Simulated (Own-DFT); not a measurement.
## Calculated data, Ti19Si40 (C49 TiSi2 crystal with one vacancy, atoms displaced), WC (WC crystal, atoms displaced)

All values are calculated (Own-DFT development build). A calculation, not a measurement: plane-wave density functional theory by an unreviewed code, no spin, of a simulated periodic cell, stress positive in tension, run twice, with PBE and with PBEsol, both on files made for PBE, so the change isn't that of files made for PBEsol, forces on such cells moved up to 12 meV/angstrom on a denser k mesh; the far tail of each file's local potential was reset to the Coulomb form; each entry is a single point on an unrelaxed cell, so the pressure reflects the starting lattice, taken from the Materials Project, from which strain is counted, and rises with the displacements; printed positions are rounded, which can move forces by about a meV/angstrom; the program, named Own-DFT, is a retired in-house code; no spin-orbit coupling; stress was not checked against mesh or cutoff.

Common to all runs: functional PBE, then PBEsol; potential files PseudoDojo norm-conserving, scalar-relativistic, standard set; occupations cold (Marzari-Vanderbilt); smearing width 0.2 eV; k mesh 4 x 4 x 4 centred on Gamma.

(1) 
```xyz
59
Lattice="5.2953 -6.7593 3.5652 7.0604 0.0000 -7.1303 5.2953 6.7593 3.5652" Properties=species:S:1:pos:R:3:PBE_force_x:R:1:PBE_force_y:R:1:PBE_force_z:R:1:PBEsol_force_x:R:1:PBEsol_force_y:R:1:PBEsol_force_z:R:1 formula=Ti19Si40 wave_cutoff=42 PBE_pressure=1.94 PBE_stress_xx=-1.82 PBE_stress_yy=-1.7 PBE_stress_zz=-2.29 PBE_stress_yz=-0.21 PBE_stress_xz=0.02 PBE_stress_xy=-0.03 PBEsol_pressure=-1.28 PBEsol_stress_xx=1.49 PBEsol_stress_yy=1.75 PBEsol_stress_zz=0.6 PBEsol_stress_yz=-0.21 PBEsol_stress_xz=0.02 PBEsol_stress_xy=-0.02 rms_change_of_force_components_from_PBE_to_PBEsol=0.023
Ti    12.3386    -5.3165    -2.6564      0.194     -0.858      0.036      0.191     -0.859      0.055
Ti    14.1222    -1.3572    -0.8577     -0.219     -0.479     -0.286     -0.217     -0.456     -0.276
Si    12.2998    -0.7671    -2.6656      0.879     -0.542     -0.169      0.865     -0.592     -0.163
Si     8.7864     0.7649    -4.4703      0.459      0.183      0.009      0.449      0.238      0.004
Si     7.0348    -3.3582     4.4726      0.343      0.076       0.07      0.346      0.075      0.064
Si    12.3668    -3.4438    -0.8718     -0.154      0.754      0.053     -0.159       0.74      0.053
Ti     8.8885    -5.2855     0.9244     -1.313      -1.28     -0.487     -1.284     -1.285     -0.483
Ti    10.6042    -1.4492     2.6735      0.008      0.758      0.113      0.008       0.75      0.099
Si     8.8157    -0.7698     0.8664      0.367     -0.509      0.396       0.36     -0.561      0.396
Si     5.2656     0.8437    -0.9329      0.433      -0.21      0.941      0.427      -0.16      0.942
Si    10.5332    -3.3948     0.8989      0.803      0.609     -0.048      0.806        0.6      -0.04
Si     8.8301    -3.3690     2.6654     -0.105      0.003       0.38     -0.108      0.004       0.38
Ti    14.1202     1.3910     0.9084      0.039     -0.201     -0.163      0.037     -0.217      -0.16
Ti    10.6373    -1.3414    -0.9258     -0.852     -0.652      0.588     -0.843     -0.619      0.582
Si     8.8191    -0.7886    -2.6872     -0.036     -0.143      0.379     -0.034     -0.195       0.38
Si    10.5584    -6.0159    -0.8705      0.327      0.295     -0.177      0.321      0.351     -0.179
Si    10.6149    -3.3692    -2.6938     -0.213      0.049       0.53     -0.204       0.05      0.528
Si     8.8224    -3.4252    -0.8926      0.027      0.542     -0.176       0.02       0.53     -0.175
Ti     7.0240     1.3201     4.4863      0.622      1.084     -0.135      0.607       1.05     -0.136
Ti    10.5805    -1.4051    -4.4096      0.105      0.222     -0.486      0.102      0.228     -0.479
Si     1.7914    -0.8708     0.8906     -0.337      0.378      0.229      -0.33       0.33      0.221
Si    15.9121     0.8076    -0.8451      0.303      0.356     -0.806      0.278      0.395     -0.772
Si     8.7984     3.3758     4.4699      0.253     -0.402     -0.042      0.225     -0.371     -0.043
Si     8.8355    -3.3438    -4.4168     -0.357     -0.476     -0.207     -0.362     -0.467     -0.203
Ti     7.0633    -1.4517     2.6317     -0.279      0.704      0.751     -0.279      0.716      0.738
Si     5.2818    -0.7652     0.9399      -0.13     -0.121     -0.819     -0.126     -0.165     -0.826
Si     7.0262    -5.9635     2.6728     -0.412       0.74       0.01     -0.387      0.782      0.048
Si     7.0197    -3.3699     0.9182      0.083     -0.517     -0.422      0.125     -0.479     -0.424
Si     5.3067    -3.4173     2.6653     -0.231     -0.357     -0.311     -0.233     -0.327     -0.271
Ti    10.5994     1.3924     0.8800     -0.362     -0.045      0.297     -0.357      -0.06      0.267
Ti     7.0693    -1.3767    -0.8645     -0.359      -0.23     -0.337     -0.357     -0.208     -0.335
Si     5.3088    -0.7983    -2.6398      -0.26     -0.294     -0.079     -0.253     -0.346     -0.077
Si    12.3872     0.7608     2.6696     -0.768      0.606      1.016     -0.734      0.649      0.993
Si    12.3070     3.3749     0.8967      0.402      0.066      0.052      0.406      0.065      0.049
Si    10.5682     3.3911     2.6580      0.061     -0.517       0.56       0.06     -0.488      0.533
Ti    10.6000     1.4357    -2.6330      -0.21     -0.616     -0.437     -0.205     -0.626     -0.432
Ti     7.0369    -1.4243    -4.4333      0.241      0.582     -0.159      0.239      0.592     -0.161
Si    10.6113     5.9324    -2.6612     -0.232      0.129     -0.071      -0.23      0.077     -0.073
Si    12.3597     0.7612    -0.8806       0.02      0.444      0.191      0.019      0.492      0.189
Si    12.3447     3.4318    -2.6785      0.403     -0.323      0.055      0.404     -0.316      0.062
Si    10.5811     3.3623    -0.8981     -0.022      0.207      0.267     -0.021        0.2      0.266
Ti     7.0482     1.3274     0.9040     -0.065      0.644       -0.2     -0.067      0.619     -0.201
Ti     3.4833    -1.3696    -0.8847      1.181     -0.377      0.178      1.164     -0.367      0.175
Si     7.0991     5.9873     0.9760     -0.627      0.215     -1.373     -0.601      0.123      -1.37
Si     8.8141     0.7533     2.6853      0.751      0.751      0.129      0.716      0.797      0.095
Si     8.8035     3.3925     0.9058      0.237     -0.106     -0.199      0.245     -0.103       -0.2
Si     7.0541     3.4126     2.6278     -0.105     -0.414      0.575     -0.103     -0.404      0.581
Ti     7.0724     1.4005    -2.6626      -0.31     -0.199     -0.233     -0.311     -0.215     -0.233
Ti     8.8114     5.3728    -0.9031      0.328     -0.176      0.388      0.324      -0.16      0.382
Si    12.3314    -0.7667     0.9141       0.24     -0.436     -0.229      0.236     -0.491     -0.233
Si     8.7811     0.7828    -0.8840      0.461      0.264     -0.185      0.456      0.316     -0.189
Si     8.8556     3.3855    -2.6843     -0.464      0.151      0.177     -0.466      0.151      0.182
Si     7.1062     3.3787    -0.8859     -0.412       -0.1     -0.045     -0.423     -0.095     -0.055
Ti     3.5417     1.4019     0.8877     -0.163       -0.3      0.478     -0.153     -0.316      0.474
Ti     5.2889     5.4030     2.6663      -0.03     -0.331      0.283     -0.024     -0.339      0.299
Si     8.8403    -0.7140     4.4558      0.072     -0.311      0.287      0.051     -0.398      0.298
Si     5.3305     0.7781     2.6982     -0.516      0.415     -0.083     -0.506      0.472     -0.082
Si     5.3027     3.3619     0.9173     -0.221      0.179     -0.282      -0.23      0.179     -0.291
Si    10.5759     3.3754    -4.3966      0.121      0.117      -0.77      0.123      0.115     -0.778
```

Units: wave_cutoff in hartree; PBE_pressure, PBE_stress_xx, PBE_stress_yy, PBE_stress_zz, PBE_stress_yz, PBE_stress_xz, PBE_stress_xy, PBEsol_pressure, PBEsol_stress_xx, PBEsol_stress_yy, PBEsol_stress_zz, PBEsol_stress_yz, PBEsol_stress_xz, PBEsol_stress_xy in GPa; rms_change_of_force_components_from_PBE_to_PBEsol, PBE_force_x, PBE_force_y, PBE_force_z, PBEsol_force_x, PBEsol_force_y, PBEsol_force_z in eV/Å.

(2) 
```xyz
59
Lattice="5.2953 -6.7593 3.5652 7.0604 0.0000 -7.1303 5.2953 6.7593 3.5652" Properties=species:S:1:pos:R:3:PBE_force_x:R:1:PBE_force_y:R:1:PBE_force_z:R:1:PBEsol_force_x:R:1:PBEsol_force_y:R:1:PBEsol_force_z:R:1 formula=Ti19Si40 wave_cutoff=42 PBE_pressure=1.97 PBE_stress_xx=-1.76 PBE_stress_yy=-1.88 PBE_stress_zz=-2.27 PBE_stress_yz=-0.37 PBE_stress_xz=-0.09 PBE_stress_xy=-0.08 PBEsol_pressure=-1.25 PBEsol_stress_xx=1.56 PBEsol_stress_yy=1.58 PBEsol_stress_zz=0.61 PBEsol_stress_yz=-0.39 PBEsol_stress_xz=-0.1 PBEsol_stress_xy=-0.08 rms_change_of_force_components_from_PBE_to_PBEsol=0.023
Ti    12.3153    -5.3779    -2.6693       0.76      0.285      0.044      0.752      0.267      0.042
Ti    14.1144    -1.3691    -0.8822      0.092      -0.26      -0.03      0.087     -0.233     -0.057
Si    12.3506    -0.7856    -2.6672       0.21      -0.38      -0.28      0.204     -0.438     -0.283
Si     8.8211     0.7723    -4.4807     -0.019      0.298      0.496     -0.018      0.349      0.493
Si     7.0150    -3.3176     4.4687      0.526     -0.568      0.299      0.537     -0.556      0.303
Si    12.3071    -3.4071    -0.9101      0.385      0.233      0.181      0.387      0.226      0.189
Ti     8.8102    -5.3383     0.9112     -0.002      -0.42     -0.318     -0.003     -0.406     -0.302
Ti    10.5832    -1.3677     2.6507     -0.015     -0.273      0.371      -0.03     -0.253      0.366
Si     8.8098    -0.8352     0.9038      0.109     -0.049     -0.237      0.107     -0.101     -0.236
Si     5.2801     0.8267    -0.9033      0.164     -0.217      0.371      0.162     -0.172      0.376
Si    10.5903    -3.3916     0.9043      -0.15      0.171     -0.184     -0.153      0.167     -0.188
Si     8.8381    -3.3512     2.6658     -0.099      -0.42      0.127     -0.109     -0.414      0.122
Ti    14.0651     1.3849     0.8612       0.87       0.16      0.002      0.864      0.164     -0.009
Ti    10.5997    -1.3672    -0.9053      -0.11     -0.172      0.239     -0.115      -0.15      0.229
Si     8.8504    -0.7441    -2.6332     -0.201     -0.602     -0.996     -0.196     -0.658     -0.999
Si    10.5670    -5.9785    -0.9324     -0.297      0.034      0.941     -0.274      0.123      0.944
Si    10.5671    -3.3859    -2.6516      0.071      0.078      -0.38      0.075      0.077     -0.389
Si     8.7822    -3.3503    -0.9312      0.239      -0.26      0.349      0.239     -0.257      0.358
Ti     7.0794     1.4506     4.4490     -0.083     -0.855     -0.039     -0.079     -0.865     -0.037
Ti    10.6153    -1.3894    -4.4411      -0.48     -0.226     -0.025     -0.473     -0.196     -0.026
Si     1.7796    -0.7772     0.8718     -0.042     -0.516      0.402     -0.041     -0.573      0.402
Si    15.9366     0.7747    -0.8958     -0.531      0.464      0.066     -0.524       0.52       0.07
Si     8.8322     3.4162     4.3948      0.106      -0.14      0.832      0.109     -0.141      0.847
Si    14.1237     3.3770    -0.9135      0.177      0.027      0.134      0.179      0.023      0.128
Ti    10.5726     1.4180     4.4270      0.002     -0.466      0.147      0.004     -0.471      0.147
Ti     7.0481    -1.4374     2.6569      0.299      0.573      0.437      0.292      0.583      0.436
Si     5.3006    -0.8317     0.9521     -0.135      0.002     -1.321     -0.133     -0.048     -1.325
Si     7.0677    -5.9916     2.7052     -0.214      0.306     -0.639      -0.21      0.357     -0.644
Si     7.0192    -3.4753     0.8555      0.445      0.804      0.195      0.455      0.787      0.202
Si     5.3686    -3.4227     2.6998     -0.866      0.107     -0.286     -0.879      0.104     -0.292
Ti    10.6092     1.3990     0.8787      -0.39     -0.078      0.038     -0.383     -0.087      0.037
Ti     7.0656    -1.3595    -0.8850     -0.205     -0.205       0.12     -0.193     -0.187      0.123
Si     5.2831    -0.7922    -2.6658     -0.462     -0.259      -0.74     -0.437     -0.302     -0.714
Si    12.3451     0.7962     2.6357      0.225     -0.233       0.86      0.201      -0.15      0.862
Si    12.3635     3.3637     0.8396     -0.025      0.268      0.405     -0.025      0.259      0.409
Si     5.2844    -3.3646    -0.8597      0.193     -0.042      -0.58      0.194     -0.043     -0.592
Ti    10.6232     1.4151    -2.6621     -0.355     -0.221     -0.175     -0.356     -0.242     -0.179
Ti     7.0824    -1.4006    -4.4892     -0.243      0.407      0.592     -0.228      0.422      0.584
Si    10.5646     6.0290    -2.6536     -0.601     -1.122      0.138     -0.571     -1.171      0.105
Si    12.4082     0.7463    -0.9316     -0.529      0.495      0.543     -0.519      0.548      0.552
Si    12.3387     3.4101    -2.6515      0.204     -0.136     -0.151      0.206     -0.132     -0.149
Si    10.5828     3.3805    -0.8083     -0.245      0.426     -0.883     -0.213      0.392     -0.895
Ti     7.0550     1.4136     0.8806       0.09     -0.459     -0.008      0.091     -0.467     -0.001
Ti     3.4967    -1.4037    -0.9218      0.551        0.4      0.308      0.543      0.405      0.335
Si     7.0176     5.9260     0.8910      0.793     -0.021     -0.632      0.762     -0.059     -0.608
Si     8.7885     0.7848     2.6432      0.302      0.205      0.161      0.299      0.257      0.161
Si     8.8366     3.3848     0.8841     -0.164      0.523     -0.346      -0.17      0.492     -0.308
Si     7.1292     3.3315     2.6757     -0.803      0.385     -0.056     -0.811      0.376     -0.057
Ti     7.0869     1.4235    -2.6980     -0.222     -0.439      0.169      -0.22     -0.445       0.17
Si    12.3665    -0.7725     0.9250      0.619     -0.725     -0.051      0.591     -0.764      -0.08
Si     8.8495     0.7388    -0.8933      -0.16      0.727      0.475     -0.156       0.78      0.485
Si     8.8291     3.3556    -2.6828       0.09      0.749      0.255      0.092      0.713      0.224
Si     7.0657     3.3681    -0.9028      0.254      0.499      0.025      0.225      0.465      0.026
Ti     3.5162     1.3667     0.9566      0.203      0.385     -0.883      0.203      0.358     -0.878
Ti     5.2926     5.3769     2.7095     -0.027      0.151      -0.32     -0.029      0.173     -0.315
Si     8.8218    -0.7525     4.4805      0.004     -0.378     -0.479      0.003     -0.431     -0.482
Si     5.2866     0.7425     2.6555      0.288      0.629      0.506      0.281      0.685      0.505
Si     5.3188     3.3587     0.9047     -0.284      0.261     -0.053     -0.277      0.255     -0.051
Si    10.6277     3.3734    -4.4429     -0.315      0.089     -0.139     -0.319      0.085      -0.14
```

Units: wave_cutoff in hartree; PBE_pressure, PBE_stress_xx, PBE_stress_yy, PBE_stress_zz, PBE_stress_yz, PBE_stress_xz, PBE_stress_xy, PBEsol_pressure, PBEsol_stress_xx, PBEsol_stress_yy, PBEsol_stress_zz, PBEsol_stress_yz, PBEsol_stress_xz, PBEsol_stress_xy in GPa; rms_change_of_force_components_from_PBE_to_PBEsol, PBE_force_x, PBE_force_y, PBE_force_z, PBEsol_force_x, PBEsol_force_y, PBEsol_force_z in eV/Å.

(3) 
```xyz
64
Lattice="5.8332 -5.0517 -2.8394 0.0000 -5.0517 8.5183 -5.8332 -5.0517 -2.8394" Properties=species:S:1:pos:R:3:PBE_force_x:R:1:PBE_force_y:R:1:PBE_force_z:R:1:PBEsol_force_x:R:1:PBEsol_force_y:R:1:PBEsol_force_z:R:1 formula=WC wave_cutoff=50 PBE_pressure=3.31 PBE_stress_xx=-3.25 PBE_stress_yy=-2.62 PBE_stress_zz=-4.07 PBE_stress_yz=0.07 PBE_stress_xz=-0.07 PBE_stress_xy=-0.03 PBEsol_pressure=-4.73 PBEsol_stress_xx=4.64 PBEsol_stress_yy=5.24 PBEsol_stress_zz=4.32 PBEsol_stress_yz=0.07 PBEsol_stress_xz=-0.07 PBEsol_stress_xy=-0.03 rms_change_of_force_components_from_PBE_to_PBEsol=0.01
W     -1.4910   -12.6160     2.8363      1.224     -0.573      0.422      1.204     -0.567      0.416
C     -0.0080   -11.7651     4.2586     -0.054     -0.321     -0.069     -0.054     -0.314     -0.069
W     -2.9552   -10.0978     2.8461       1.31       0.06     -0.074       1.29      0.049     -0.074
C     -1.4536    -9.2806     4.2755      -0.28      0.467     -0.357     -0.276      0.457     -0.349
W     -4.3819    -7.5752    -0.0148      0.403     -0.341      0.588      0.392     -0.329      0.579
C     -2.8866    -6.7266     1.4491     -0.519     -0.279     -0.614      -0.51     -0.273     -0.606
W     -4.4051    -7.5713     2.8241      0.817     -0.441      0.637      0.805     -0.438      0.631
C     -2.9061    -6.7295     4.2673     -0.277     -0.251     -0.062     -0.269     -0.244     -0.059
W      1.4504   -12.6075     2.8571      0.039     -0.659     -0.414      0.042     -0.649     -0.405
C      2.9247   -11.7676     4.2586     -0.126     -0.322      0.359     -0.126     -0.316      0.353
W      0.0353   -10.1121    -2.8332     -0.881      0.522     -0.179     -0.874      0.508     -0.177
C      1.4705    -9.2426    -1.4301     -0.018     -0.442      0.421     -0.021     -0.436       0.41
W      0.0047   -10.1326    -0.0088       0.13      0.819      0.336       0.12       0.81      0.329
C      1.4611    -9.2651     1.4088       0.11     -0.189      0.176      0.105     -0.183      0.176
W     -0.0002   -10.0931     2.8339     -0.147      -0.12     -0.056     -0.144     -0.124     -0.047
C      1.4472    -9.2702     4.2633      0.315      0.193     -0.005      0.313      0.189     -0.007
W     -1.4917    -7.5869    -2.8767      1.085      0.369       1.47      1.071      0.368       1.45
C     -0.0048    -6.7413    -1.4163     -0.132      0.183     -0.168     -0.131      0.178     -0.164
W     -1.4381    -7.5644     0.0044     -0.663     -0.342     -0.378     -0.653     -0.342     -0.368
C     -0.0038    -6.7502     1.4273     -0.055      0.355      0.044     -0.056      0.349      0.044
W     -1.4613    -7.5836     2.8370      0.207     -0.229      0.525      0.203     -0.214      0.512
C      0.0149    -6.7247     4.2684     -0.152     -0.285      0.064      -0.15     -0.276      0.062
W     -1.4880    -7.5704     5.6997      1.137     -0.157     -0.626       1.12     -0.157     -0.617
C      0.0227    -6.7751     7.0816     -0.402      0.583      0.298     -0.394       0.58      0.296
W     -2.8817    -5.0491    -2.8179     -1.177     -0.119     -0.345     -1.158      -0.12     -0.343
C     -1.4379    -4.1912    -1.4219     -0.398     -0.186      0.264     -0.392     -0.184      0.259
W     -2.9321    -5.0640    -0.0017      0.711      0.597      0.335        0.7       0.59       0.33
C     -1.4658    -4.1635     1.4311      0.242     -0.921     -0.182      0.243     -0.907     -0.179
W     -2.8547    -5.0788     2.8418     -1.891      0.995      0.043      -1.86      0.978      0.043
C     -1.4665    -4.2226     4.2395      0.503      0.316      0.585      0.499      0.304      0.575
W      2.9389   -10.1096     2.8508       -0.5      0.429     -0.292     -0.493      0.415     -0.288
C      4.3896    -9.2938     4.2964     -0.198      0.475     -0.529     -0.196      0.469     -0.521
W      1.4625    -7.5725    -2.8333     -0.178      0.088      0.014     -0.175      0.082      0.013
C      2.9245    -6.7638    -1.4087     -0.237      0.547      0.142     -0.229       0.54      0.137
W      1.4020    -7.5883     0.0206      1.884      0.342     -0.649      1.854      0.335     -0.643
C      2.8979    -6.7078     1.4146      0.409     -0.391     -0.078      0.404     -0.381     -0.073
W      1.4773    -7.5805     2.8425     -0.395     -0.035      0.124     -0.394     -0.034      0.118
C      2.9348    -6.7550     4.2792     -0.294      0.627     -0.522      -0.29      0.619     -0.513
W      1.5042    -7.5549     5.6917      -1.56     -1.018     -0.492     -1.535     -0.997     -0.483
C     -2.9102   -11.7899     4.2686     -0.317       0.26       0.02     -0.313      0.255      0.017
W     -0.0250   -10.1092     5.6653      0.921       0.15      0.622      0.904      0.147      0.613
C      1.4465    -4.2332    -1.4324      0.221      0.431      0.184      0.218      0.433      0.185
W     -0.0062    -5.0045     0.0115      0.185     -1.409      -0.47      0.184     -1.387     -0.464
C      1.4502    -4.2256     1.4017      0.153      0.482      0.386      0.149       0.48      0.379
W     -0.0163    -5.0736     2.8402      0.895       0.49      0.151      0.877      0.488      0.147
C      1.4709    -4.2521     4.2588     -0.407       0.72     -0.168     -0.402      0.712     -0.163
W      0.0165    -5.0512     5.7049     -0.505     -0.296     -0.845     -0.491     -0.297      -0.83
C     -4.3843    -9.3009     4.2904      0.272      0.759     -0.244      0.265      0.745     -0.243
W     -1.4443    -2.5328     0.0348     -0.593       0.47     -1.278     -0.576      0.461     -1.257
C     -0.0157    -1.6542     1.4284       0.53     -0.442      -0.25      0.522     -0.442     -0.246
W      4.4152    -7.5710    -0.0238     -1.684     -0.017      1.375     -1.655      -0.02      1.347
C     -0.0362   -11.7880    -1.4261       0.72     -0.133      0.162      0.715     -0.128      0.162
W      4.3795    -7.5629     2.8670     -0.372     -0.722     -1.027     -0.361     -0.706     -1.009
C     -0.0157   -11.8124     1.4462      0.248      0.473     -0.311      0.243      0.468     -0.309
W      2.9228    -5.0544    -2.8325     -0.248     -0.198      0.118     -0.239     -0.193      0.113
C     -1.4509    -9.2672    -4.2490      0.046      0.074      -0.33      0.041      0.076     -0.324
W      2.9484    -5.0163     0.0029     -0.956     -1.274     -0.242     -0.942     -1.254     -0.237
C     -1.4247    -9.2700    -1.4271     -0.324      0.312      0.064     -0.322      0.305      0.062
W     -2.9002   -10.0894    -0.0173     -0.442     -0.368      0.417     -0.435     -0.367      0.412
C     -1.4748    -9.2509     1.3885      0.269     -0.261      0.573      0.266     -0.255      0.565
W      1.4237    -2.5269    -0.0092      1.127     -0.041       0.44       1.11     -0.047      0.431
C     -2.9091    -6.7274    -1.3892     -0.181     -0.247     -0.599      -0.18     -0.239     -0.589
W      0.0024    -5.0649     8.5071      0.088       0.33      0.758      0.085      0.323      0.748
C      1.4445    -9.2588    -4.2473      0.358      0.109     -0.262      0.355      0.107     -0.255
```

Units: wave_cutoff in hartree; PBE_pressure, PBE_stress_xx, PBE_stress_yy, PBE_stress_zz, PBE_stress_yz, PBE_stress_xz, PBE_stress_xy, PBEsol_pressure, PBEsol_stress_xx, PBEsol_stress_yy, PBEsol_stress_zz, PBEsol_stress_yz, PBEsol_stress_xz, PBEsol_stress_xy in GPa; rms_change_of_force_components_from_PBE_to_PBEsol, PBE_force_x, PBE_force_y, PBE_force_z, PBEsol_force_x, PBEsol_force_y, PBEsol_force_z in eV/Å.
